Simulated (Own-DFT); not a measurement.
Simulation results for Si$_{24}$O$_{47}$ (quartz with one neutral oxygen vacancy, atoms displaced)

A calculation, not a measurement: plane-wave PBE and HSE06 DFT by an unreviewed code, no spin, of a simulated cell at Gamma alone, so results move with cell size and shape, stress positive in tension, energies less offsets, not probed for a lower state with spin; oxygen file: force components 24 meV/angstrom off all-electron in a glass; k mesh not checked against a denser one; forces and stress are PBE's, HSE06 gives the energy alone, and its difference from PBE has offsets of its own; offsets are fitted by least squares, one for each functional and potential file, so energies compare only between cells with the same atoms and settings and are not formation energies; the far tail of each file's local potential was reset to the Coulomb form; each entry is a single point on an unrelaxed cell, so the pressure reflects the starting lattice, mostly measured values (interpolated for alloys), from which strain is counted, and rises with the displacements; printed positions are rounded, which can move forces by about a meV/angstrom; the program, named Own-DFT, is a retired in-house code; no spin-orbit coupling. Program: Own-DFT development build.

Common to all runs: first functional PBE; second functional HSE06; exact exchange share 0.25; screening 0.11 1/bohr; exchange divergence Gygi-Baldereschi; potential files PseudoDojo norm-conserving, scalar-relativistic, made for PBE, standard set; wave cutoff 48 hartree; occupations fixed; k mesh 1 x 1 x 1 centred on Gamma.

(1) 
```xyz
71
Lattice="9.8268 0.0000 0.0000 -4.9134 8.5103 0.0000 0.0000 0.0000 10.8104" Properties=species:S:1:pos:R:3:force_x:R:1:force_y:R:1:force_z:R:1 formula=Si24O47 PBE_energy_of_cell_above_offsets=-23.189 HSE06_less_PBE_above_offsets=-0.664 PBE_pressure=7.56 PBE_stress_xx=-8.5 PBE_stress_yy=-7.33 PBE_stress_zz=-6.85 PBE_stress_yz=-0.42 PBE_stress_xz=-0.63 PBE_stress_xy=1.02
Si    -2.5727     8.5044     0.0474     -0.032     -1.102      1.967
Si     8.6836     1.9526     3.5970     -1.943      2.862      0.206
Si     1.2696     2.1963     1.8378      0.403       3.15     -1.146
O      1.3181     1.1624     0.6465      0.733     -2.043     -1.106
O      2.7394     2.4636     2.4310      0.083      0.236      0.044
O      3.2484     0.6713     4.2868      -0.92     -1.516      0.846
O     -1.0805     3.1131     4.7794     -0.375     -0.889     -0.637
O      0.2708     1.7494     2.9729      1.195     -0.849      0.195
O      0.7916     3.6473     1.1661     -0.137     -0.786      0.157
Si    -2.6186     8.4991     5.4658      0.845      0.544     -2.567
Si     8.6683     1.9950     9.0039     -0.391     -1.454      0.118
Si     1.2793     2.2371     7.1714     -0.959      0.435      2.187
O      1.3705     1.1364     6.0462     -1.093     -0.238     -0.505
O      2.7128     2.4328     7.8325      1.281      0.191      0.237
O      3.2153     0.6227     9.6801      1.151      0.169     -0.877
O     -1.0823     3.0580    10.1484      0.183      2.076      1.905
O      0.2917     1.7433     8.4238      1.707     -0.071     -1.838
O      0.7904     3.6487     6.5623      0.513     -0.224      0.582
Si    -0.1869     4.2668     0.0039      3.063     -3.422     -1.556
Si    -3.6133     6.2617     3.6230     -1.793     -1.046      0.915
Si    -1.1442     6.5366     1.8352     -1.665      0.762     -2.458
O     -1.0560     5.3436     0.6317     -2.634      3.818      2.715
O      0.3244     6.7817     2.4528     -1.876      1.035     -1.774
O      0.7899     4.8797     4.1627     -1.157     -1.262      1.748
O     -3.5571     7.3728     4.7742     -0.101      0.474      0.636
O     -2.2014     6.0362     2.9933      2.401      -0.27     -1.187
Si    -0.1457     4.2366     5.4157      0.466      1.273     -2.071
Si     6.1702     6.2663     9.0087      3.382     -0.084      0.843
Si    -1.1556     6.5147     7.1852     -0.972     -0.547     -1.055
O     -1.0729     5.4079     6.0145     -0.252      0.089     -0.253
O      0.2312     6.7224     7.8435      2.886      0.799      0.761
O      0.7764     4.9026     9.6313     -0.912     -1.657       0.89
O     -3.5556     7.3916    10.1962     -0.399     -0.693     -0.619
O     -2.1072     6.0186     8.3360     -3.394     -0.447      2.132
O     -1.6849     7.9030     6.5917      0.341      0.235      0.384
Si     2.3057     8.4958    10.7614     -0.266      0.077      3.173
Si     3.7488     2.0291     3.6043      0.478      0.047      0.452
Si     6.2300     2.2903     1.7734     -0.468     -2.264      2.245
O      6.2605     1.1354     0.6689      0.603     -1.635     -1.402
O      7.6660     2.5066     2.4235      1.311      0.063        0.7
O      8.1578     0.6427     4.2332     -1.211     -2.449      1.551
O      3.8464     3.1141     4.8014     -1.021     -0.366     -0.391
O      5.2047     1.7796     2.9832      0.929      0.197     -0.933
O      5.7183     3.6107     1.1495     -0.822      2.658     -1.033
Si     2.3084     8.4732     5.4465     -2.276      4.043     -3.728
Si     3.7812     1.9752     8.9673      0.258      1.416      1.162
Si     6.2246     2.3200     7.1770       1.81     -1.442     -1.235
O      6.2496     1.1256     6.0666      0.553     -0.272     -0.395
O      7.6684     2.4927     7.8790     -0.283      0.578     -1.089
O      8.1499     0.5776     9.6551      1.054      0.929     -1.489
O      3.7696     3.1320    10.1731      1.242      0.128     -0.402
O      5.2785     1.8056     8.2956     -3.234     -1.021      2.972
O      5.6943     3.6382     6.5357      -0.28      1.937     -0.397
Si     4.7816     4.3238     0.0356     -0.699     -4.087     -1.491
Si     1.2768     6.2896     3.5898      1.527      -0.91      1.278
Si     3.7976     6.5415     1.8005     -3.288     -2.724     -0.009
O      3.8340     5.4023     0.5970     -1.303      2.267      1.802
O      5.1561     6.6923     2.4909       2.85      0.753      0.816
O      5.6571     4.8544     4.2437      0.655      0.874     -0.462
O      1.4017     7.3797     4.7635     -1.058     -0.631      0.012
O      2.7117     6.0462     2.9526      1.731     -0.102     -0.997
O      3.2904     7.8658     1.1794       -1.7      2.859     -2.267
Si     4.7098     4.2972     5.4187      3.185      -3.47     -1.835
Si     1.2633     6.2565     8.9966      0.959     -0.511     -1.466
Si     3.7889     6.5090     7.1940     -2.256      0.347     -0.179
O      3.8099     5.3331     6.0433     -2.626      4.216      2.555
O      5.2132     6.7677     7.8589     -0.314      0.633     -1.173
O      5.6778     4.8803     9.6530      0.828      0.257     -0.823
O      1.3950     7.3450    10.1273     -0.487      1.069      1.173
O      2.7684     6.0019     8.3805      0.123      0.489      -0.88
O      3.2373     7.9394     6.5006      3.865     -3.501      4.369
```

Units: PBE_energy_of_cell_above_offsets, HSE06_less_PBE_above_offsets in eV; PBE_pressure, PBE_stress_xx, PBE_stress_yy, PBE_stress_zz, PBE_stress_yz, PBE_stress_xz, PBE_stress_xy in GPa; force_x, force_y, force_z in eV/Å.

(2) 
```xyz
71
Lattice="9.8268 0.0000 0.0000 -4.9134 8.5103 0.0000 0.0000 0.0000 10.8104" Properties=species:S:1:pos:R:3:force_x:R:1:force_y:R:1:force_z:R:1 formula=Si24O47 PBE_energy_of_cell_above_offsets=-23.001 HSE06_less_PBE_above_offsets=-0.708 PBE_pressure=7.85 PBE_stress_xx=-8.12 PBE_stress_yy=-7 PBE_stress_zz=-8.43 PBE_stress_yz=-0.14 PBE_stress_xz=-1.73 PBE_stress_xy=1.09
Si     2.3452     0.0051    10.7854      -2.89      0.588      2.003
Si    -1.1075     2.0132     3.5969     -4.123      1.413       0.34
Si     1.2874     2.2749     1.8851      1.197       0.98     -3.827
O      1.4125     1.2100     0.6838       0.44     -1.613     -0.834
O      2.8104     2.4673     2.4074     -3.002      1.736     -2.292
O      3.2771     0.6390     4.2301     -1.285     -1.137      0.892
O     -1.0522     3.1315     4.7750     -1.373     -1.968     -1.321
O      0.2789     1.7459     2.9506      1.033     -0.684      0.629
O      0.7320     3.6218     1.0785      3.784     -2.909      5.256
Si     2.3172     0.0243     5.4080      0.174     -1.363     -0.423
Si    -1.1202     2.0094     8.9854     -2.783     -0.956      2.136
Si     1.2704     2.2735     7.2471      0.493     -0.101     -1.768
O      1.3523     1.1165     6.0724     -0.178      0.568       0.25
O      2.7131     2.5036     7.9131     -1.448      0.948     -2.107
O      3.2112     0.6652     9.6799      0.884     -0.449     -1.329
O     -1.0895     3.1409    10.1472      0.271       0.28      0.075
O      0.2896     1.7241     8.3586      0.872      -0.66      0.212
O      0.7825     3.6296     6.5439      0.109      0.146      0.306
Si    -0.1284     4.2676     0.0436     -2.626      1.296     -4.964
Si    -3.5826     6.2879     3.5896     -1.011     -2.007       -0.7
Si    -1.2054     6.5267     1.7597      2.484      -1.12       2.56
O     -1.0674     5.3935     0.6684     -0.609     -0.269     -0.995
O      0.2908     6.7641     2.4315      0.403     -0.437       0.42
O      0.7952     4.8267     4.2293      0.578      0.459     -0.543
O     -3.5451     7.3216     4.7625      0.945      2.827      2.107
O     -2.1566     5.9781     2.9436      0.303      0.058     -0.144
O     -1.6916     7.8809     1.1657     -0.413      1.666     -0.747
Si    -0.1802     4.2626     5.3867      1.889       0.78       0.93
Si     6.1850     6.3022     9.0062      1.751      -3.27      3.253
Si    -1.1333     6.5190     7.2575      -1.48     -0.734     -1.467
O     -1.0931     5.3700     6.0483     -0.829      1.583      1.254
O      0.3095     6.7446     7.8378      0.835      0.394       0.48
O      0.8253     4.8886     9.6528     -0.867     -1.185      0.886
O     -3.5711     7.3835    10.1714      0.158       1.12      0.942
O     -2.1736     6.0624     8.4273      1.279     -0.054     -0.745
O     -1.6365     7.9024     6.5636     -0.185      0.113     -0.065
Si     2.2553     8.4669     0.0563      1.271      1.488     -2.494
Si     3.6864     2.0238     3.5687      5.179     -0.232      2.743
Si     6.2232     2.2598     1.7807     -1.961     -0.806       1.55
O      6.3083     1.1686     0.6184     -0.696     -0.548     -0.098
O      7.6043     2.5408     2.4557      3.496     -0.118      1.619
O      8.1305     0.6745     4.2421      0.657     -0.632     -0.452
O      3.8540     3.1429     4.7624     -1.596     -1.013     -0.634
O      5.2205     1.7679     3.0068     -0.313      0.208     -0.748
O      5.6932     3.5953     1.1240      0.217      0.741       0.47
Si     7.2532     0.0048     5.3890     -2.199     -0.301      0.034
Si     3.7111     2.0131     8.9806      2.168     -0.413      1.661
Si     6.2060     2.2498     7.1931      0.064     -0.426      1.555
O      6.2701     1.1780     5.9876      0.283     -0.924     -0.026
O      7.6910     2.5124     7.8341     -0.533      -0.16     -0.538
O      8.1383     0.5879     9.6643      0.189      0.609     -0.014
O      3.8696     3.0824    10.1474     -0.746      0.937      1.112
O      5.1924     1.7708     8.4354      1.478     -0.254     -1.786
O      5.6865     3.6298     6.5987     -0.875      1.341     -0.928
Si     4.7702     4.2419     0.0072     -1.491      2.156      0.605
Si     1.3597     6.2450     3.6276     -2.386     -1.325     -2.651
Si     3.7642     6.5207     1.7653       1.63      -3.64     -0.588
O      5.1945     6.7789     2.4738      0.353      0.792     -0.507
O      5.6958     4.8933     4.2093     -0.777     -0.682      1.164
O      1.3506     7.3276     4.7356      1.077      2.876      2.669
O      2.8171     6.0456     3.0032       0.08     -0.577     -0.062
O      3.1974     7.8676     1.1858     -0.072      1.122      0.093
Si     4.7225     4.2827     5.4159      3.199     -0.413     -0.832
Si     1.3047     6.2668     9.0283     -0.591     -1.379     -1.923
Si     3.7998     6.4986     7.1962     -2.232      1.932      2.656
O      3.8560     5.4124     6.1065     -0.656     -1.193     -1.748
O      5.2224     6.6782     7.8984     -2.232      1.654     -3.034
O      5.7057     4.8263     9.6475      0.674      1.604     -0.868
O      1.4084     7.3241    10.1417     -0.663      1.974      2.447
O      2.7143     6.0442     8.3664      2.498     -0.144     -1.434
O      3.2379     7.8955     6.5624      0.725     -0.293      0.327
```

Units: PBE_energy_of_cell_above_offsets, HSE06_less_PBE_above_offsets in eV; PBE_pressure, PBE_stress_xx, PBE_stress_yy, PBE_stress_zz, PBE_stress_yz, PBE_stress_xz, PBE_stress_xy in GPa; force_x, force_y, force_z in eV/Å.
